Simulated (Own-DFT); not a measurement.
# What random displacements cost in diamond germanium, 16 atoms (Ge16)

These are calculations, not measurements. They come from Own-DFT, an in-house plane-wave density functional program, since retired, whose code no person has reviewed. Each row is one single-point run on a periodic cell that was not relaxed, without spin or spin-orbit coupling.

Settings of every run: PBE; PseudoDojo norm-conserving scalar-relativistic files; cutoff 42 hartree; 5 x 5 x 5 k mesh centred on Gamma; Fermi-Dirac smearing of 0.1 eV.

Known limits: k mesh not checked against a denser one; stress not checked against mesh or cutoff.

Cell vectors in Å: (0.000, 5.658, 5.658); (5.658, 0.000, 5.658); (5.658, 5.658, 0.000). In each run every atom was moved at random and independently from its ideal site; u is the rms move along one axis. E is the free energy for each atom above the fitted value at u = 0, and F the rms of the force components.

```
run   u (Å)  E (meV/atom)  F (eV/Å)  largest force (eV/Å)  P (GPa)
  1  0.0179           4.8     0.247                  0.67     3.86
  2  0.0182           6.0     0.289                  0.84     3.88
  3  0.0198             ?         ?                     ?        ?
  4  0.0489          57.1     0.887                  3.16     4.61
  5  0.0531          49.8     0.778                  2.60     4.41
  6  0.0892         134.8     1.322                  3.33     5.58
  7  0.1004         168.2     1.600                  5.73     6.11
  8  0.1063         194.9     1.585                  5.00     6.30
  9  0.1433         445.7     3.296                 12.07     9.40
```

## Worked fit

For small independent moves the energy grows as E = (3/2) K u², with K the mean stiffness felt by one atom. The runs with u up to 0.11 Å give K = 12.1 ± 0.8 eV/Å², with residuals divided by u² + 0.0006 Å², since the noise grows with the moves. The scatter is 7.1 meV/atom at u = 0.05 Å. The forces follow F = G u with G = 15.5 eV/Å²; no force at u = 0 is resolved. G exceeds K because the moves of its neighbours add to the force on an atom, and stiffness differs between atoms. At u = 0.143 Å the parabola gives 372 meV/atom and the run 446. The pressure follows P = 3.86 + 220 u² GPa: at fixed volume, shortened bonds push harder than stretched ones pull.

## Withheld run

Question: what energy and rms force should run 3 give?

The fit gives 7 ± 2 meV/atom and about 0.31 eV/Å. The calculation gave 7.3 meV/atom and 0.305 eV/Å.
